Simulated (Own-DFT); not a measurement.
## Calculated data, AlGa3N4 (wurtzite random alloy, atoms displaced)

Computed with Own-DFT development build. A calculation, not a measurement: plane-wave density functional theory by an unreviewed code, no spin, of a simulated periodic cell, stress positive in tension, run twice, with PBE and with PBEsol, both on files made for PBE, so the change isn't that of files made for PBEsol, forces on such cells passed a denser k mesh, this cell's mesh not checked; the far tail of each file's local potential was reset to the Coulomb form; each entry is a single point on an unrelaxed cell, so the pressure reflects the starting lattice, mostly measured values (interpolated for alloys), from which strain is counted, and rises with the displacements; printed positions are rounded, which can move forces by about a meV/angstrom; the program, named Own-DFT, is a retired in-house code; no spin-orbit coupling; stress was not checked against mesh or cutoff.

Settings shared by all entries: functional PBE, then PBEsol; potential files PseudoDojo norm-conserving, scalar-relativistic, standard set; wave cutoff 42 hartree; occupations Fermi-Dirac; smearing width 0.1 eV; k mesh 4 x 4 x 3 centred on Gamma.

(1) 
```xyz
72
Lattice="9.5092 0.0000 0.0000 -4.7546 8.2353 0.0000 0.0000 0.0000 10.2685" Properties=species:S:1:pos:R:3:PBE_force_x:R:1:PBE_force_y:R:1:PBE_force_z:R:1:PBEsol_force_x:R:1:PBEsol_force_y:R:1:PBEsol_force_z:R:1 formula=AlGa3N4 PBE_pressure=6.18 PBE_stress_xx=-5.9 PBE_stress_yy=-6.04 PBE_stress_zz=-6.61 PBE_stress_yz=-0.57 PBE_stress_xz=0.16 PBE_stress_xy=0.35 PBEsol_pressure=1.29 PBEsol_stress_xx=-0.99 PBEsol_stress_yy=-1.12 PBEsol_stress_zz=-1.77 PBEsol_stress_yz=-0.55 PBEsol_stress_xz=0.16 PBEsol_stress_xy=0.33 rms_change_of_force_components_from_PBE_to_PBEsol=0.066
Ga    -0.0264     1.8401    10.2658      1.661     -0.297      0.992      1.606     -0.273      0.954
Ga     1.5956     0.8747     2.6302       0.16      0.995      -0.76      0.149      0.986      -0.74
N      0.0081     1.8735     1.9966      0.181     -1.482     -0.863      0.167     -1.444     -0.846
N      1.6207     0.9387     4.5551     -0.421     -1.746     -0.182     -0.411     -1.561     -0.237
Ga     0.0019     1.7830     5.1481       0.85      1.113       0.15      0.839      1.101      0.149
Ga     1.5938     0.9038     7.7236     -0.273      0.237     -0.685      -0.26       0.24     -0.669
N     -0.0054     1.7889     7.0573     -0.603      0.311      0.837     -0.454       0.38      0.758
N      1.5710     0.8998     9.5930      0.244     -0.815      1.742      0.243     -0.659      1.645
Ga    -1.5659     4.6079     0.0280      -0.44     -1.235     -0.328     -0.438     -1.217     -0.328
Ga    -0.0160     3.6515     2.5240      0.393      0.832      1.131      0.392      0.797      1.109
N     -1.6285     4.5699     1.9554      0.116      0.672      0.596      0.258      0.592      0.464
N      0.0576     3.6250     4.5259     -0.729      0.207     -0.435     -0.721        0.2     -0.423
Ga    -1.5705     4.5263     5.1602      0.595      0.429     -0.242      0.582      0.427     -0.224
Ga     0.0021     3.6521     7.6816      0.343     -0.247      0.248      0.329      -0.25      0.234
N     -1.5970     4.5811     7.1056      0.462     -0.457     -0.366      0.457      -0.45     -0.362
N      0.0090     3.6091     9.6845      0.604      2.016     -0.554      0.463      1.891     -0.583
Al    -3.1127     7.3143     0.0317     -1.258      0.438     -0.784     -1.266      0.442      -0.79
Al    -1.5361     6.3846     2.5643     -0.833      0.251      0.383      -0.82      0.252      0.385
N     -3.1434     7.3513     1.9003      0.542     -1.171      0.529      0.429     -1.065      0.651
N     -1.5499     6.3734     4.5243     -1.255      0.733     -0.836     -1.108      0.652     -0.724
Al    -3.1577     7.3379     5.1754      0.017     -0.557     -0.387      0.024     -0.557     -0.396
Ga    -1.5243     6.3781     7.6977     -1.479      0.516     -0.143     -1.442      0.504     -0.138
N     -3.1927     7.3508     7.0795     -0.192     -1.481     -0.455     -0.076     -1.363     -0.333
N     -1.6612     6.3626     9.6298      1.032      1.244      0.319      1.168      1.117      0.249
Ga     3.1718     1.8014    10.2632     -0.555      0.601      0.016     -0.531        0.6      0.012
Ga     4.7398     0.9014     2.5615      0.174       0.74     -0.311      0.179      0.714     -0.309
N      3.1836     1.8827     1.9205      -0.29     -0.874      0.594     -0.276     -0.861      0.579
N      4.7444     0.9239     4.5007      0.483      0.149     -0.024      0.473      0.139     -0.028
Ga     3.1708     1.8498     5.0951       0.25      0.127      0.765      0.232      0.125      0.751
Ga     4.7396     0.8965     7.6914      0.118      0.394      0.107      0.102      0.391      0.104
N      3.1613     1.8372     7.0747      0.218     -0.667     -0.644      0.216     -0.645     -0.625
N      4.7352     0.9125     9.6389      0.593     -0.292     -0.159      0.575     -0.294     -0.158
Al     1.5748     4.5746    10.2652       0.37      -0.05     -0.291      0.355     -0.034     -0.299
Ga     3.1845     3.6975     2.5490     -0.183     -0.137     -0.452     -0.185     -0.136      -0.43
N      1.5785     4.5910     1.8956     -0.037      0.215     -0.221     -0.035      0.208     -0.046
N      3.1403     3.6720     4.4701      1.215     -0.407      0.031       1.19     -0.396      0.035
Ga     1.6434     4.5388     5.1263     -1.386      0.716      0.188     -1.357      0.692      0.188
Ga     3.2032     3.6069     7.6610     -0.464      1.312      1.087     -0.443      1.257      1.051
N      1.5889     4.6122     7.0305      0.224      0.416      1.533      0.217      0.261      1.438
N      3.1577     3.6548     9.6773     -0.454      0.605     -0.445     -0.311       0.51      -0.48
Ga     0.0066     7.3086    10.2181     -0.712      0.135       0.83     -0.675      0.144      0.814
Ga     1.5762     6.4089     2.6049      0.255     -0.212     -0.265      0.256     -0.202     -0.255
N      0.0141     7.3297     1.9621     -0.838     -0.773     -0.422     -0.689     -0.673     -0.453
N      1.5755     6.3985     4.5546      0.537      0.039     -0.733      0.525      0.048     -0.728
Ga     0.0247     7.3323     5.0922     -0.644     -0.348      0.735     -0.633     -0.351      0.727
Al     1.5853     6.4335     7.7504       0.19     -0.203     -1.087       0.17     -0.197     -1.091
N     -0.0244     7.3229     7.0635       1.51      -0.35      0.308      1.356     -0.276      0.264
N      1.5981     6.4575     9.6541      0.938     -1.024     -0.314      0.785     -0.934     -0.243
Ga     6.3674     1.7786     0.0234     -0.255      1.098     -1.446     -0.251      1.078     -1.391
Ga     7.9437     0.9198     2.5840     -0.148      0.027       0.03      -0.14      0.024       0.03
N      6.3525     1.8193     1.8769     -0.008      0.699      2.158     -0.006      0.547      2.053
N      7.9659     0.9584     4.5473     -1.267     -0.983     -0.827     -1.236     -0.963     -0.809
Ga     6.3462     1.8022     5.1633     -0.082      0.773     -0.089     -0.083       0.76     -0.073
Al     7.9251     0.9367     7.7038      0.397     -0.406      -0.12      0.393     -0.396     -0.124
N      6.3610     1.8228     7.1137      0.289     -0.615     -0.109      0.141     -0.518     -0.168
N      8.0123     0.9589     9.6179     -1.848     -1.964      -0.48     -1.795     -1.779     -0.356
Ga     4.7663     4.6133     0.0229     -0.352     -0.967      0.073     -0.335     -0.947      0.068
Al     6.3547     3.6581     2.5658     -0.266     -0.269       0.23     -0.262     -0.299      0.237
N      4.8109     4.5851     1.9774      0.113     -0.448      0.085     -0.041     -0.349      0.027
N      6.3240     3.7087     4.5369      0.532     -1.446     -1.541      0.519     -1.406     -1.368
Ga     4.7498     4.5438     5.1269     -0.327      0.801       -0.1     -0.317      0.769     -0.085
Ga     6.3429     3.6554     7.6877      0.235     -0.132      1.072      0.219     -0.129      1.036
N      4.8050     4.5170     7.0379     -1.017      1.762      0.727     -0.992      1.592      0.663
N      6.3264     3.7052     9.6656      0.475     -1.072     -0.241      0.464      -1.04     -0.239
Al     3.2104     7.3591     0.0095      0.098     -0.361     -0.189      0.086      -0.35      -0.17
Ga     4.6930     6.3947     2.5930      1.755      0.007      0.025      1.682      0.005      0.032
N      3.2006     7.2958     1.9570     -1.026      0.917     -1.279     -0.993       0.89     -1.094
N      4.6994     6.4214     4.5192      1.783      0.186       0.42      1.625      0.122       0.36
Ga     3.1657     7.3251     5.1434     -0.281      0.212      0.406     -0.274      0.196      0.392
Al     4.7541     6.3915     7.7315      0.106      0.027     -0.522      0.106      0.007     -0.529
N      3.1613     7.3441     7.0836      0.049     -0.318      1.325      0.055     -0.315      1.149
N      4.7728     6.3819     9.6537     -0.185      1.855     -0.342     -0.173      1.667     -0.267
```

Units: PBE_pressure, PBE_stress_xx, PBE_stress_yy, PBE_stress_zz, PBE_stress_yz, PBE_stress_xz, PBE_stress_xy, PBEsol_pressure, PBEsol_stress_xx, PBEsol_stress_yy, PBEsol_stress_zz, PBEsol_stress_yz, PBEsol_stress_xz, PBEsol_stress_xy in GPa; rms_change_of_force_components_from_PBE_to_PBEsol, PBE_force_x, PBE_force_y, PBE_force_z, PBEsol_force_x, PBEsol_force_y, PBEsol_force_z in eV/Å.

(2) 
```xyz
72
Lattice="9.5092 0.0000 0.0000 -4.7546 8.2353 0.0000 0.0000 0.0000 10.2685" Properties=species:S:1:pos:R:3:PBE_force_x:R:1:PBE_force_y:R:1:PBE_force_z:R:1:PBEsol_force_x:R:1:PBEsol_force_y:R:1:PBEsol_force_z:R:1 formula=AlGa3N4 PBE_pressure=6.14 PBE_stress_xx=-5.76 PBE_stress_yy=-6.36 PBE_stress_zz=-6.29 PBE_stress_yz=-0.02 PBE_stress_xz=-0.3 PBE_stress_xy=-0.31 PBEsol_pressure=1.25 PBEsol_stress_xx=-0.91 PBEsol_stress_yy=-1.44 PBEsol_stress_zz=-1.4 PBEsol_stress_yz=-0.04 PBEsol_stress_xz=-0.28 PBEsol_stress_xy=-0.31 rms_change_of_force_components_from_PBE_to_PBEsol=0.066
Al    -0.0144     1.7865    10.2624      0.736      0.522      0.047      0.754      0.515      0.055
Ga     1.5870     0.9587     2.5435      0.079     -1.379       0.59      0.085     -1.334      0.585
N      0.0117     1.8338     1.9432     -0.506     -0.057     -1.171     -0.491     -0.048     -0.999
N      1.6471     0.8834     4.5122     -1.218     -0.141     -0.044     -1.179       0.03     -0.095
Ga     0.0002     1.8485     5.1777      0.532     -0.457     -0.115      0.521     -0.425     -0.123
Ga     1.6324     0.8564     7.7157     -0.486       0.78     -0.518     -0.472      0.765     -0.494
N      0.0247     1.8061     7.1292      -0.89     -0.045     -0.064     -0.741      0.026     -0.127
N      1.5735     0.8940     9.6226     -0.425      0.752      0.819     -0.283      0.659      0.743
Al    -1.5811     4.5725     0.0065      0.145     -0.023     -0.361      0.163     -0.004     -0.357
Ga    -0.0635     3.6380     2.5637       1.19       0.18      0.491      1.161       0.17      0.493
N     -1.5830     4.5840     1.9717     -0.419     -1.187     -1.613     -0.408     -1.155     -1.428
N     -0.0088     3.6866     4.5508      0.879      -0.79     -1.004       0.85     -0.768     -0.976
Ga    -1.5245     4.5917     5.1140     -1.526      0.015      0.902     -1.481      0.009      0.882
Ga     0.0498     3.7175     7.7171     -2.371     -1.565     -0.012      -2.29      -1.53     -0.011
N     -1.6126     4.5807     7.0530      0.659      0.147      0.562      0.649      0.144       0.54
N      0.0445     3.6166     9.6276     -1.344      0.081      1.297     -1.196      0.171      1.169
Ga    -3.1471     7.3260    10.2633     -0.336     -0.219       0.19     -0.315     -0.212      0.186
Ga    -1.6109     6.3299     2.5603      0.225      1.801      0.936      0.222      1.759      0.904
N     -3.1465     7.2816     1.9052     -0.394       0.74      0.775      -0.39      0.712      0.752
N     -1.5649     6.4081     4.5710     -0.615      0.773     -0.621     -0.622      0.587     -0.705
Al    -3.1714     7.3328     5.1234       0.66     -0.145       0.41      0.662     -0.151      0.403
Ga    -1.5884     6.4502     7.7248     -0.186     -1.056     -0.093     -0.184     -1.017     -0.083
N     -3.1653     7.3078     7.0685     -0.217     -0.042     -0.846     -0.205      -0.03     -0.672
N     -1.5716     6.4260     9.6919      0.289     -1.509      -0.49      0.282     -1.327     -0.529
Ga     3.1519     1.8602    10.2191      0.449     -1.145      0.587      0.437     -1.128      0.575
Ga     4.7519     0.9370     2.5659      0.072     -1.018      0.092      0.059     -0.978      0.098
N      3.1787     1.7945     1.9343     -0.212      0.767     -0.711     -0.213      0.758     -0.688
N      4.7460     0.9089     4.4913      0.364     -0.951      0.833      0.352     -0.793      0.769
Ga     3.1690     1.8347     5.1429       0.34     -0.478     -0.101      0.319     -0.455     -0.104
Ga     4.7726     0.9038     7.7179     -0.285      0.554     -0.045      -0.29      0.531     -0.037
N      3.1583     1.8581     7.0520       0.57     -0.455      0.908      0.554      -0.45      0.885
N      4.7917     0.8684     9.6713        0.5      1.426     -0.076       0.37      1.318     -0.131
Ga     1.5711     4.5767    10.2659      0.356     -0.308      -0.05      0.355     -0.311     -0.053
Ga     3.1094     3.6179     2.5494      0.918      0.404      0.618      0.888      0.384        0.6
N      1.5894     4.5913     1.9152      -0.52      0.322      0.679       -0.5       0.15      0.598
N      3.1510     3.6361     4.5543      0.896      1.178     -0.773      0.747      1.074     -0.796
Ga     1.5932     4.5871     5.1591     -0.055     -0.351     -0.229     -0.067     -0.356     -0.219
Ga     3.1362     3.6761     7.7009      0.948     -0.192     -0.436      0.919     -0.192     -0.418
N      1.5475     4.5186     7.0841      1.204      1.607     -0.325      1.174      1.574     -0.311
N      3.1871     3.6473     9.6183     -0.475      0.515      0.234     -0.465        0.5      0.229
Ga     0.0268     7.3078    10.2553     -0.313     -0.177      0.926     -0.335     -0.158      0.893
Al     1.5928     6.3695     2.5592      -0.39      0.921      0.187     -0.383      0.919      0.194
N     -0.0568     7.2789     1.9594      1.863     -0.056      0.067      1.711      0.005      0.014
N      1.5561     6.3911     4.5444      0.803      1.085     -0.961        0.8      0.906     -0.901
Al    -0.0111     7.2766     5.1394      0.078      1.051     -0.101      0.087      1.043     -0.098
Ga     1.5841     6.3629     7.7424     -0.068      0.683     -1.639     -0.061       0.66     -1.581
N     -0.0279     7.3514     7.0689      0.864     -0.721     -0.671      0.834       -0.7       -0.5
N      1.6250     6.3994     9.6097       -0.8     -0.441      0.669     -0.782      -0.43       0.65
Al     6.3950     1.7792     0.0289     -0.727      1.081      -0.36     -0.741      1.073     -0.366
Ga     7.9013     0.9031     2.5894      0.205       0.49     -0.791      0.209       0.49     -0.761
N      6.3217     1.8382     1.9396      0.423      0.121      -0.82      0.409      0.114     -0.639
N      7.9341     0.9553     4.4583     -0.136     -1.245      1.736     -0.134     -1.092      1.651
Ga     6.3276     1.8359     5.1785     -0.049     -0.556     -0.771     -0.046     -0.517     -0.769
Al     7.9276     0.9161     7.6944      0.489     -0.142      0.316      0.482      -0.16      0.332
N      6.3716     1.8342     7.0922       0.34     -1.044      0.347       0.19     -0.931      0.272
N      7.9576     0.9052     9.6960     -0.527      0.872      -1.42      -0.53       0.68      -1.37
Ga     4.7277     4.5536     0.0204      1.168      0.202      -0.36      1.136      0.207     -0.358
Ga     6.3429     3.6643     2.6199     -0.396     -0.322     -0.364     -0.381     -0.323     -0.342
N      4.7618     4.5869     1.9483     -0.518     -0.659      0.392     -0.502     -0.638      0.374
N      6.3210     3.6383     4.5492     -0.307      1.073      0.036     -0.169      0.966     -0.021
Al     4.7513     4.5839     5.1157     -0.069      0.219      0.192     -0.072       0.22      0.171
Ga     6.2980     3.6444     7.6386      0.436      1.009      0.906      0.426       0.99       0.89
N      4.7326     4.6249     7.0383     -0.262       -0.6     -0.468     -0.254     -0.591     -0.302
N      6.3921     3.6725     9.6272     -0.121     -0.948      0.697     -0.256     -0.889      0.587
Ga     3.1368     7.3259    10.2186      1.236     -0.227      0.924      1.219     -0.218      0.906
Ga     4.7691     6.4013     2.5517     -0.193      0.565      0.166     -0.174      0.556      0.149
N      3.1725     7.3652     1.9119      -0.98     -1.508      0.601     -0.849     -1.403      0.546
N      4.7933     6.4561     4.5438     -0.706     -0.832     -0.125     -0.702     -0.836     -0.268
Al     3.1839     7.3199     5.0884     -0.185      0.266      0.565     -0.192      0.261      0.558
Ga     4.7291     6.4363     7.7353      0.978     -0.584     -0.147       0.95     -0.579     -0.135
N      3.2024     7.2956     7.0758      -1.34      1.495     -0.884     -1.295      1.319     -0.768
N      4.7662     6.4042     9.6682     -0.329     -0.122     -0.113     -0.328     -0.116      -0.12
```

Units: PBE_pressure, PBE_stress_xx, PBE_stress_yy, PBE_stress_zz, PBE_stress_yz, PBE_stress_xz, PBE_stress_xy, PBEsol_pressure, PBEsol_stress_xx, PBEsol_stress_yy, PBEsol_stress_zz, PBEsol_stress_yz, PBEsol_stress_xz, PBEsol_stress_xy in GPa; rms_change_of_force_components_from_PBE_to_PBEsol, PBE_force_x, PBE_force_y, PBE_force_z, PBEsol_force_x, PBEsol_force_y, PBEsol_force_z in eV/Å.
